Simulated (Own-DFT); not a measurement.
# Computed records: GaN (wurtzite, atoms displaced)

A calculation, not a measurement: plane-wave PBE density functional theory by an unreviewed code, no spin, of a simulated periodic cell, stress positive in tension, free energy of the whole cell less one offset for each atom, forces on such cells passed a denser k mesh, this cell's mesh not checked; offsets are fitted by least squares, one for each functional and potential file, so energies compare only between cells with the same atoms and settings and are not formation energies; the far tail of each file's local potential was reset to the Coulomb form; each entry is a single point on an unrelaxed cell, so the pressure reflects the starting lattice, mostly measured values (interpolated for alloys), from which strain is counted, and rises with the displacements; printed positions are rounded, which can move forces by about a meV/angstrom; the program, named Own-DFT, is a retired in-house code; no spin-orbit coupling. Program: Own-DFT development build.

Common to all runs: functional PBE; potential files PseudoDojo norm-conserving, scalar-relativistic, standard set with the stringent files for Ga; wave cutoff 96 hartree; occupations Gaussian; smearing width 0.01 eV; k mesh 3 x 4 x 3 centred on Gamma.

(1) 
```xyz
96
Lattice="12.7560 0.0000 0.0000 -4.7835 8.2853 0.0000 0.0000 0.0000 10.3700" Properties=species:S:1:pos:R:3:force_x:R:1:force_y:R:1:force_z:R:1 formula=GaN free_energy_of_cell_above_offsets=-10.250 pressure=5.46 stress_xx=-4.97 stress_yy=-5.34 stress_zz=-6.06 stress_yz=-0.16 stress_xz=-0.21 stress_xy=-0.26
Ga     0.0343     1.8536    10.3620     -0.624      -0.21      0.157
Ga     1.6101     0.9184     2.5910      0.004      0.515     -0.296
N     -0.0009     1.8386     1.9537      0.176     -0.258     -0.174
N      1.5934     0.9175     4.4964     -0.142      0.137      1.098
Ga     0.0020     1.8791     5.1983      0.294     -0.775      -0.41
Ga     1.6397     0.8915     7.7895     -0.653      0.642     -0.303
N     -0.0052     1.8628     7.1153      0.543     -0.649      0.447
N      1.6156     0.9378     9.7150     -0.282     -0.284      0.279
Ga    -1.5896     4.5891     0.0075     -0.178      0.383       0.04
Ga    -0.0442     3.6306     2.6194      0.321      0.801     -0.789
N     -1.6299     4.6105     1.9616        0.7      0.134      0.095
N      0.0061     3.6814     4.5333     -0.169      0.245      0.386
Ga    -1.5711     4.5979     5.1817     -0.598      0.124      0.069
Ga    -0.0131     3.6451     7.7757      0.235      0.677      0.165
N     -1.5857     4.5954     7.1560      0.094      0.277     -0.531
N     -0.0092     3.6896     9.7160     -0.061     -0.254      0.077
Ga    -3.1869     7.3655     0.0177      0.492      0.348     -0.078
Ga    -1.5842     6.4742     2.5748     -0.153     -0.318     -0.054
N     -3.1537     7.4210     1.9417     -0.592     -0.885      0.243
N     -1.6155     6.4554     4.5330      0.457      -0.36      0.125
Ga    -3.1868     7.3540     5.1776     -0.461      0.372      0.098
Ga    -1.6023     6.4575     7.7679      0.067     -0.333      0.575
N     -3.2143     7.3719     7.1656      0.359     -0.265     -0.672
N     -1.5907     6.4552     9.7618     -0.103     -0.339     -0.532
Ga     3.1759     1.8317     0.0106      0.872      0.262     -0.118
Ga     4.7725     0.9177     2.6112      0.643     -0.088     -0.116
N      3.2479     1.8210     1.9692     -1.058      0.554     -0.411
N      4.7610     0.9603     4.5448      0.538     -0.812      0.205
Ga     3.1817     1.8485     5.1732     -0.233      0.022      0.141
Ga     4.7686     0.8825     7.7562      0.695      0.304      0.365
N      3.2018     1.8132     7.1455     -0.225      0.531     -0.305
N      4.8116     0.8537     9.7275     -0.585      1.435     -0.266
Ga     1.5545     4.6170    10.3412      0.551      0.008      0.382
Ga     3.1734     3.6876     2.5892      0.081     -0.074     -0.211
N      1.5650     4.5788     1.9441     -0.079      0.403      0.151
N      3.1799     3.6870     4.5305      0.095      0.234      0.461
Ga     1.5683     4.5932     5.1903      0.621      0.205      0.135
Ga     3.1928     3.6933     7.7765      0.154     -0.553     -0.041
N      1.5901     4.5971     7.1773     -0.036     -0.332     -0.733
N      3.1914     3.6951     9.7145       -0.3     -0.261      0.342
Ga    -0.0313     7.3928     0.0073      0.576     -0.989     -0.513
Ga     1.5686     6.4698     2.6105       0.37     -0.606     -0.333
N      0.0062     7.3719     1.9064      0.094      0.067      1.085
N      1.5941     6.4533     4.5674     -0.373     -0.229     -0.174
Ga    -0.0105     7.3525     5.2082     -0.057      0.491      -0.19
Ga     1.6642     6.4087     7.7868     -1.162      0.493      0.113
N      0.0037     7.3343     7.1493      0.263     -0.152     -0.127
N      1.6153     6.4600     9.7162     -0.613     -0.258      0.344
Ga     6.3767     1.8085     0.0079      0.044      0.315     -0.561
Ga     7.9858     0.9281     2.5943     -0.008      0.299      0.071
N      6.3684     1.8613     1.9355      0.289     -0.679      0.476
N      7.9805     0.9055     4.5720      0.006      0.125     -0.301
Ga     6.3952     1.8331     5.1969     -0.253     -0.034      0.268
Ga     8.0073     0.9216     7.7710     -0.824      0.268      0.152
N      6.3566     1.8600     7.1480      0.332     -0.402      0.114
N      7.9861     0.9053     9.7224     -0.172      0.138      0.139
Ga     4.7436     4.6334     0.0266        0.6     -0.443      -0.56
Ga     6.3948     3.6499     2.5965     -0.074      0.787      0.139
N      4.7884     4.5832     1.9385      0.035       0.47      0.653
N      6.4039     3.6708     4.5923     -0.436     -0.093     -0.969
Ga     4.8116     4.6000     5.1969     -0.345      0.097     -0.376
Ga     6.3728     3.7119     7.8161      0.178     -0.637     -0.496
N      4.7942     4.6062     7.1381     -0.333      -0.18     -0.048
N      6.3706     3.6674     9.7213     -0.073      0.363      0.853
Ga     3.1600     7.3574     0.0119      0.492      0.306     -0.047
Ga     4.7698     6.4708     2.5689      0.538     -0.592      0.493
N      3.2069     7.3799     1.9715      -0.69     -0.114     -0.213
N      4.8072     6.4525     4.5486     -0.552     -0.074      -0.04
Ga     3.1590     7.3599     5.2159      0.791     -0.021     -0.324
Ga     4.7511     6.4117     7.7646      0.652      0.642      0.165
N      3.1834     7.3658     7.1600      0.264      0.035     -0.368
N      4.7748     6.4610     9.7196       0.06     -0.161      0.188
Ga     9.5515     1.8645    10.3511      0.101     -0.152      0.314
Ga    11.1822     0.8890     2.6169     -0.385      0.968     -0.329
N      9.5702     1.8648     1.9375      0.096     -0.196      0.353
N     11.1705     0.9790     4.5490      0.081     -0.756      0.189
Ga     9.5805     1.8641     5.1754     -0.254     -0.716      0.357
Ga    11.1740     0.9468     7.7716     -0.013     -0.652      0.253
N      9.5836     1.8221     7.1476      0.019      0.413     -0.319
N     11.1416     0.9200     9.7509      0.625      0.452     -0.482
Ga     7.9685     4.6165     0.0172      0.003     -0.185     -0.326
Ga     9.5737     3.7043     2.6155     -0.233     -0.389      -0.52
N      7.9997     4.6579     1.9650     -0.493     -0.992     -0.054
N      9.5574     3.6433     4.5350      0.365       1.02      0.337
Ga     7.9710     4.5810     5.1641      0.279      0.543      0.552
Ga     9.6022     3.6792     7.7712     -0.725     -0.028      0.177
N      7.9710     4.5580     7.1374      0.326      0.822      -0.02
N      9.5762     3.7008     9.7309     -0.188     -0.084     -0.092
Ga     6.3672     7.3853    10.3463      0.359     -0.299      0.315
Ga     7.9504     6.4375     2.5918      0.604      0.828     -0.062
N      6.3957     7.3979     1.9722     -0.368     -0.725     -0.639
N      7.9568     6.4584     4.5232      0.347     -0.337      0.444
Ga     6.3822     7.3671     5.1943     -0.018      0.416     -0.165
Ga     7.9598     6.4619     7.7954      0.045     -0.747     -0.236
N      6.3805     7.3580     7.1331     -0.266      0.173      0.338
N      8.0433     6.4607     9.7389     -1.384      -0.17      0.005
```

Units: free_energy_of_cell_above_offsets in eV; pressure, stress_xx, stress_yy, stress_zz, stress_yz, stress_xz, stress_xy in GPa; force_x, force_y, force_z in eV/Å.

(2) 
```xyz
96
Lattice="12.7560 0.0000 0.0000 -4.7835 8.2853 0.0000 0.0000 0.0000 10.3700" Properties=species:S:1:pos:R:3:force_x:R:1:force_y:R:1:force_z:R:1 formula=GaN free_energy_of_cell_above_offsets=-10.315 pressure=5.44 stress_xx=-5.23 stress_yy=-5.59 stress_zz=-5.51 stress_yz=0.06 stress_xz=-0.05 stress_xy=-0.36
Ga    -0.0474     1.8150    10.3644      1.126       0.45     -0.045
Ga     1.5659     0.9187     2.5795      0.572     -0.059      0.334
N      0.0059     1.8223     1.9274      -0.61      0.195      0.445
N      1.6041     0.8836     4.5577      -0.25      0.686     -0.225
Ga    -0.0259     1.8438     5.1697      0.614     -0.184      0.242
Ga     1.6005     0.8944     7.7330      0.155      0.488        0.7
N      0.0075     1.7992     7.1468      0.002      0.983     -0.341
N      1.5974     0.9258     9.7177     -0.312      -0.15     -0.221
Ga    -1.5630     4.5990    10.3402     -0.312      0.051      0.166
Ga     0.0004     3.6814     2.5683     -0.291     -0.382      0.207
N     -1.5827     4.6315     1.9316      -0.18     -0.529       0.12
N      0.0147     3.6712     4.5290     -0.701     -0.012      0.011
Ga    -1.6098     4.6329     5.1619      0.735     -0.224      0.523
Ga     0.0003     3.7126     7.8081     -0.027      -0.83     -0.531
N     -1.5980     4.5976     7.1618     -0.016     -0.046     -0.625
N      0.0118     3.6665     9.7256       0.09      0.022      0.286
Ga    -3.2429     7.3928     0.0151      1.103     -0.313     -0.496
Ga    -1.5961     6.4406     2.5829      0.006      0.404      0.204
N     -3.1844     7.3600     1.9313      -0.43      -0.09       0.53
N     -1.5828     6.4530     4.5637     -0.771      0.105     -0.409
Ga    -3.2392     7.3720     5.2175      0.825     -0.203     -0.568
Ga    -1.6039     6.4253     7.7935     -0.125      0.246     -0.026
N     -3.1970     7.3713     7.1281     -0.092     -0.688      0.435
N     -1.5751     6.4272     9.7328     -0.594      0.456      0.103
Ga     3.1764     1.8266    10.3536      0.276      0.025      0.117
Ga     4.7873     0.9318     2.5940     -0.552      0.052      0.024
N      3.1592     1.8585     1.9479       0.38     -0.209      0.088
N      4.7782     0.9115     4.5845      0.091      0.324     -0.752
Ga     3.2024     1.8276     5.2124     -0.411      0.275     -0.593
Ga     4.8087     0.8892     7.7764     -0.133      0.321      0.022
N      3.1981     1.8173     7.1270      0.181      0.335      0.571
N      4.8186     0.9009     9.7254     -0.544      0.341      0.058
Ga     1.5924     4.6240     0.0017      0.002     -0.375      0.018
Ga     3.1882     3.7082     2.5691     -0.321     -0.518      0.474
N      1.5618     4.5839     1.9543      0.532       0.52     -0.201
N      3.1908     3.6879     4.5554      0.372      -0.18     -0.189
Ga     1.5842     4.5496     5.2040      0.228       0.78     -0.741
Ga     3.2050     3.6880     7.7843     -0.362     -0.366     -0.056
N      1.5783     4.5783     7.1032      0.318      0.162      0.902
N      3.1784     3.6856     9.7431      0.358     -0.007      -0.15
Ga     0.0107     7.3537    10.3695      -0.39      0.256      0.083
Ga     1.5829     6.4319     2.6018     -0.182      0.194     -0.137
N     -0.0240     7.3894     1.9479       0.36     -0.274      0.204
N      1.5818     6.4299     4.5327      0.118      0.064      0.549
Ga    -0.0273     7.3855     5.1677      0.602     -0.648      0.404
Ga     1.5908     6.4261     7.7494      0.245      0.276      0.165
N     -0.0233     7.3465     7.1478      0.367      -0.01     -0.297
N      1.5787     6.4521     9.7472      0.258     -0.382     -0.585
Ga     6.3668     1.8688    10.3593      0.471      -0.92      0.013
Ga     7.9603     0.9136     2.5919      -0.03      0.241      0.084
N      6.3682     1.8413     1.9466       0.16      0.085      0.111
N      7.9651     0.8989     4.5554       0.14      0.904     -0.198
Ga     6.3579     1.8436     5.1598      0.378     -0.655      0.742
Ga     7.9866     0.9143     7.7716     -0.137     -0.042      0.138
N      6.3948     1.8635     7.1524     -0.163      -0.58     -0.426
N      7.9777     0.8656     9.7130     -0.083      0.919      0.423
Ga     4.8248     4.5788    10.3683     -0.666      0.414     -0.035
Ga     6.3778     3.6793     2.5763     -0.051     -0.272       0.26
N      4.7867     4.5769     1.9617      0.161      0.841      0.029
N      6.3840     3.6347     4.5549       0.09      1.037     -0.387
Ga     4.8206     4.6067     5.1757     -0.781     -0.021       0.14
Ga     6.4038     3.6656     7.7739     -0.605      0.345      0.319
N      4.7672     4.6265     7.1494      0.629     -0.657     -0.356
N      6.4065     3.6769     9.7532      0.104      0.249     -0.367
Ga     3.1770     7.3374     0.0045      0.219      0.168     -0.029
Ga     4.7825     6.4617     2.6378     -0.316     -0.263     -1.068
N      3.1732     7.3851     1.9552      0.222     -0.614      0.119
N      4.7343     6.4932     4.5429      1.205     -1.046       0.18
Ga     3.2064     7.3887     5.1628     -1.233     -0.403      0.775
Ga     4.7919     6.4287     7.7581     -0.031      0.392      0.769
N      3.2356     7.3713     7.1550     -0.856     -0.252      -0.53
N      4.7690     6.4382     9.7413      0.605     -0.248      0.018
Ga     9.5457     1.8526     0.0205      0.247     -0.598     -0.262
Ga    11.1599     0.8724     2.6062      0.046      1.223     -0.195
N      9.5565     1.8391     1.9839      0.203      0.207     -0.091
N     11.1797     0.8900     4.5404     -0.548      0.255      0.174
Ga     9.5778     1.8548     5.1963     -0.083     -0.265     -0.457
Ga    11.1952     0.9323     7.7836     -0.648     -0.285      0.282
N      9.5622     1.8312     7.1290      0.441      0.115      0.128
N     11.1950     0.8945     9.7629     -1.105     -0.273     -0.442
Ga     8.0087     4.5998     0.0145      0.033      -0.18     -0.231
Ga     9.5683     3.7192     2.5809        0.3     -0.476      0.115
N      7.9632     4.6007     1.9740      0.033      0.253     -0.215
N      9.5681     3.7255     4.5563      0.061     -0.682     -0.283
Ga     7.9780     4.5803     5.1780     -0.315      0.528      0.436
Ga     9.5561     3.6800     7.7364      0.244      -0.14      0.588
N      7.9636     4.5946     7.1856      0.075      0.629     -0.905
N      9.5925     3.6726     9.7132     -0.207     -0.002      0.147
Ga     6.4110     7.3206     0.0519     -0.815      0.347     -0.963
Ga     7.9490     6.4503     2.5972      0.684     -0.022     -0.135
N      6.3897     7.3813     1.9584     -0.387     -0.801      0.339
N      7.9679     6.4687     4.5275     -0.327     -0.854      0.333
Ga     6.3683     7.3366     5.1775      0.001      0.403      0.311
Ga     7.9339     6.4859     7.7809      0.626     -0.677      0.087
N      6.3725     7.3582     7.1406     -0.147      0.277     -0.278
N      7.9804     6.4235     9.7342     -0.155      0.065     -0.001
```

Units: free_energy_of_cell_above_offsets in eV; pressure, stress_xx, stress_yy, stress_zz, stress_yz, stress_xz, stress_xy in GPa; force_x, force_y, force_z in eV/Å.
